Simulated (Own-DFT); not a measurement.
# Response to strain: wurtzite AlGaN with randomly placed atoms, 72 atoms (Al9Ga27N36)

Calculated results; nothing here was measured. They come from Own-DFT, an in-house plane-wave density functional program, since retired, whose code no person has reviewed. Each row is one single-point run on a periodic cell that was not relaxed, without spin or spin-orbit coupling.

Settings of every run: PBE; PseudoDojo norm-conserving scalar-relativistic files (stringent for Ga); cutoff 96 hartree; 4 x 4 x 3 k mesh centred on Gamma; Gaussian smearing of 0.01 eV.

Known limits: forces on such cells passed a denser k mesh, each cell not checked; stress not checked against mesh or cutoff.

Unstrained cell vectors in Å: (9.509, 0.000, 0.000); (-4.755, 8.235, 0.000); (0.000, 0.000, 10.269). The unstrained cell has measured lattice constants (interpolated for alloys), not those of this functional. That, the random moves and any unrelaxed bonds set the pressure at no strain. Each run strains this cell uniformly, with the atoms carried along. Every atom was also moved at random, by a Gaussian of width 0.05 Å on each axis. The random placing of the alloy's atoms differs from row to row. Strain is the symmetric tensor, in per cent. Stress is positive in tension, and the pressure is minus a third of its trace.

```
run,e_xx (%),e_yy (%),e_zz (%),s_xx (GPa),s_yy (GPa),s_zz (GPa),P (GPa),E (meV/atom)
1,0.00,0.00,1.75,-4.20,-5.88,-0.31,3.46,1.7
2,0.00,0.00,1.50,-4.60,-5.91,-1.14,3.88,3.8
3,0.00,0.00,-1.25,-7.56,-6.68,-14.96,9.73,23.6
4,0.00,0.00,-0.50,-7.76,-6.80,-8.60,7.72,10.1
5,0.00,0.00,1.25,-5.18,-5.79,-1.88,4.28,0.0
6,0.00,0.00,2.00,-5.58,-4.09,0.34,3.11,14.7
7,0.00,0.00,-1.50,-6.94,-7.35,-18.18,10.82,40.1
8,0.00,0.00,0.25,-7.41,-5.79,-5.64,6.28,10.2
9,0.00,0.00,-0.25,?,?,?,?,?
```

E is the free energy for each atom above the lowest run shown.

## Worked fit

The change of volume is close to e_xx + e_yy + e_zz. A straight line through the runs shown gives P = 7.10 - 214 x (fractional change of volume) GPa, with an error of 9 on the slope and a scatter of 0.33 GPa. The strain isn't the same on all axes and the cell isn't cubic, so the slope belongs to this path and is not the bulk modulus.

## Withheld run

Question: what pressure should run 9 give? Its volume changes by -0.25 %.

The line gives 7.6 GPa. The calculation gave 7.57 GPa.
